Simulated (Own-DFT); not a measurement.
# Point defects and the pressure they add: D0_22 TiAl3

No measurement is shown. These are fixed-geometry runs of a retired plane-wave code named Own-DFT, which no person has reviewed; spin and spin-orbit coupling are neglected.

Settings: PBE; PseudoDojo norm-conserving scalar-relativistic files; cutoff 42 hartree; 4 x 4 x 4 k mesh centred on Gamma; cold (Marzari-Vanderbilt) smearing of 0.2 eV.

Keep in mind: forces on such cells failed a check on a denser k mesh; stress not checked against mesh or cutoff.

All runs share one cell, with vectors in Å (-2.365, -6.981, 4.326); (-7.667, 3.491, 1.442); (-2.950, -3.488, -7.241) and a volume of 625.4 Å³. u is the rms random offset of the atoms per axis. The defect's site can differ from row to row.

| cell | formula | u (Å) | P (GPa) |
|---|---|---|---|
| no defect | Al30Ti10 | 0.0188 | 1.95 |
| no defect | Al30Ti10 | 0.0208 | 1.99 |
| no defect | Al30Ti10 | 0.0502 | 2.60 |
| two Al vacancies | Al28Ti10 | 0.0284 | 1.01 |
| two Al vacancies | Al28Ti10 | 0.0495 | 1.83 |
| two Al vacancies | Al28Ti10 | 0.0518 | 1.67 |
| one Ti vacancy | Al30Ti9 | 0.0293 | 1.71 |
| one Ti vacancy | Al30Ti9 | 0.0305 | 1.82 |
| one Ti vacancy | Al30Ti9 | 0.0458 | 2.04 |
| one Ti vacancy | Al30Ti9 | 0.0472 | ? |
| two Ti on an Al site each | Al28Ti12 | 0.0285 | 3.33 |
| two Ti on an Al site each | Al28Ti12 | 0.0329 | 3.38 |
| two Ti on an Al site each | Al28Ti12 | 0.0522 | 4.06 |
| two Al on a Ti site each | Al32Ti8 | 0.0277 | 2.85 |
| two Al on a Ti site each | Al32Ti8 | 0.0307 | 2.96 |
| two Al on a Ti site each | Al32Ti8 | 0.0545 | 3.59 |

## Analysis

P = P0 + c u² + a shift for each defect gives P0 = 1.81 GPa, c = 337 ± 27 GPa/Å² and a scatter of 0.09 GPa. The shifts, and each times the cell's volume:

- two Ti on an Al site each: 1.26 ± 0.07 GPa, 4.9 eV (2.5 eV for each of its 2 sites)
- two Al on a Ti site each: 0.80 ± 0.07 GPa, 3.1 eV (1.6 eV for each of its 2 sites)
- one Ti vacancy: -0.39 ± 0.07 GPa, -1.5 eV
- two Al vacancies: -0.98 ± 0.08 GPa, -3.8 eV (-1.9 eV for each of its 2 sites)

Against the defect-free cell, a freed cell would be larger where the shift is positive and smaller where it is negative (160.2 GPa Å³ is 1 eV). The atoms around the defects weren't relaxed, which would change these numbers.

## The run left out

Asked: what pressure belongs in the blank (one Ti vacancy, u = 0.0472 Å)?

From the fit: 2.17 ± 0.11 GPa. The calculation gave 2.24 GPa.
